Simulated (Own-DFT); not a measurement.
Si₃N₄ (beta silicon nitride, strained, atoms displaced) (calculated)

A calculation, not a measurement: plane-wave PBE density functional theory by an unreviewed code, no spin, of a simulated periodic cell, stress positive in tension, free energy of the whole cell less one offset for each atom, forces on such cells passed a denser k mesh, this cell's mesh not checked; offsets are fitted by least squares, one for each functional and potential file, so energies compare only between cells with the same atoms and settings and are not formation energies; the far tail of each file's local potential was reset to the Coulomb form; each entry is a single point on an unrelaxed cell, so the pressure reflects the starting lattice, mostly measured values (interpolated for alloys), from which strain is counted, and rises with the displacements; printed positions are rounded, which can move forces by about a meV/angstrom; the program, named Own-DFT, is a retired in-house code; no spin-orbit coupling. Program: Own-DFT development build.

## Si₃N₄ (beta silicon nitride, strained, atoms displaced)

```
cell vectors (Å)
   7.4775     0.0633    -0.0423
  -3.6839     6.4700     0.0105
  -0.0486    -0.0141     8.8540
atoms (fractions of the cell vectors)
Si  0.16942  0.76533  0.07859
Si  0.22855  0.41385  0.07601
Si  0.61232  0.84122  0.07509
Si  0.82598  0.23111  0.24699
Si  0.77975  0.59201  0.26111
Si  0.40556  0.16433  0.25318
N   0.34098  0.02654  0.09091
N   0.96744  0.29445  0.08635
N   0.70453  0.67051  0.07569
N   0.66486  0.97077  0.24803
N   0.03050  0.69845  0.24295
N   0.30133  0.32266  0.24754
N   0.32957  0.66548  0.07999
N   0.65493  0.32476  0.24445
Si  0.16566  0.76616  0.41328
Si  0.22581  0.40106  0.42173
Si  0.60359  0.82973  0.42938
Si  0.81812  0.21605  0.59200
Si  0.77122  0.59985  0.57704
Si  0.40975  0.18507  0.58294
N   0.32863  0.02972  0.41612
N   0.97596  0.30193  0.40881
N   0.70967  0.67004  0.41578
N   0.66167  0.94355  0.57784
N   0.03350  0.70846  0.57644
N   0.30112  0.32715  0.57818
N   0.34301  0.67235  0.41089
N   0.66354  0.32689  0.57830
Si  0.16430  0.77155  0.76015
Si  0.22899  0.40055  0.75078
Si  0.59222  0.82822  0.75649
Si  0.82943  0.24414  0.92319
Si  0.77759  0.60523  0.92032
Si  0.39864  0.17599  0.92339
N   0.32692  0.03119  0.75234
N   0.96969  0.30290  0.74732
N   0.70724  0.67334  0.75714
N   0.66226  0.97364  0.93323
N   0.03872  0.69574  0.91920
N   0.30650  0.34307  0.92593
N   0.33093  0.66418  0.75143
N   0.66465  0.33164  0.92904
```

| Item | Value |
| --- | --- |
| functional | PBE |
| potential files | PseudoDojo norm-conserving, scalar-relativistic, standard set |
| wave cutoff | 42 hartree |
| occupations | Fermi-Dirac |
| smearing width | 0.1 eV |
| k mesh | 3 x 3 x 3 centred on Gamma |
| free energy of cell above offsets | -1.575 eV |
| pressure | 12.74 GPa |
| stress xx | -17.19 GPa |
| stress yy | -12.56 GPa |
| stress zz | -8.47 GPa |
| stress yz | -0.88 GPa |
| stress xz | -1.45 GPa |
| stress xy | 1.73 GPa |

Force:
| element | x (eV/Å) | y (eV/Å) | z (eV/Å) |
| --- | --- | --- | --- |
| Si | 2.472 | 1.536 | 2.658 |
| Si | 1.423 | -0.947 | 4.677 |
| Si | -1.65 | -5.713 | 7.614 |
| Si | -0.537 | -0.646 | 0.749 |
| Si | -3.027 | -1.606 | -4.001 |
| Si | -1.576 | 0.556 | -0.168 |
| N | -1.323 | -0.56 | -2.49 |
| N | 0.327 | 0.644 | -0.995 |
| N | 0.106 | 0.791 | 2.979 |
| N | 1.026 | -0.725 | 1.341 |
| N | 0.636 | 0.309 | 0.945 |
| N | -2.14 | 1.247 | 0.32 |
| N | 1.219 | 1.934 | -0.115 |
| N | 2.894 | 2.526 | 0.831 |
| Si | 3.082 | 0.945 | -0.262 |
| Si | 2.255 | 2.005 | -4.041 |
| Si | -1.67 | -4.217 | -10.54 |
| Si | 0.289 | 0.771 | -3.541 |
| Si | 1.031 | -1.082 | 2.902 |
| Si | 1.036 | -4.372 | -0.488 |
| N | -0.051 | -0.229 | 1.53 |
| N | -2.966 | -1.641 | 2.681 |
| N | -1.138 | 0.668 | -0.005 |
| N | 0.386 | 7.027 | 8.689 |
| N | -0.656 | -0.555 | 2.461 |
| N | -2.399 | 1.588 | 2.801 |
| N | -1.194 | -1.392 | 0.759 |
| N | 1.124 | 1.357 | 0.668 |
| Si | 2.641 | 0.059 | -4.249 |
| Si | 1.135 | 1.142 | -0.114 |
| Si | -0.363 | -1.137 | 0.827 |
| Si | 0.389 | -1.609 | -0.543 |
| Si | -0.054 | -2.476 | -0.143 |
| Si | 1.898 | -0.786 | 0.736 |
| N | -0.17 | 1.353 | 0.344 |
| N | -0.454 | -1.069 | 1.738 |
| N | -0.062 | 0.37 | -2.154 |
| N | 0.428 | 4.078 | -8.828 |
| N | -2.799 | -1.001 | -0.658 |
| N | 0.073 | -1.267 | -3.589 |
| N | -0.54 | 0.446 | -0.038 |
| N | -1.102 | 1.676 | -1.286 |
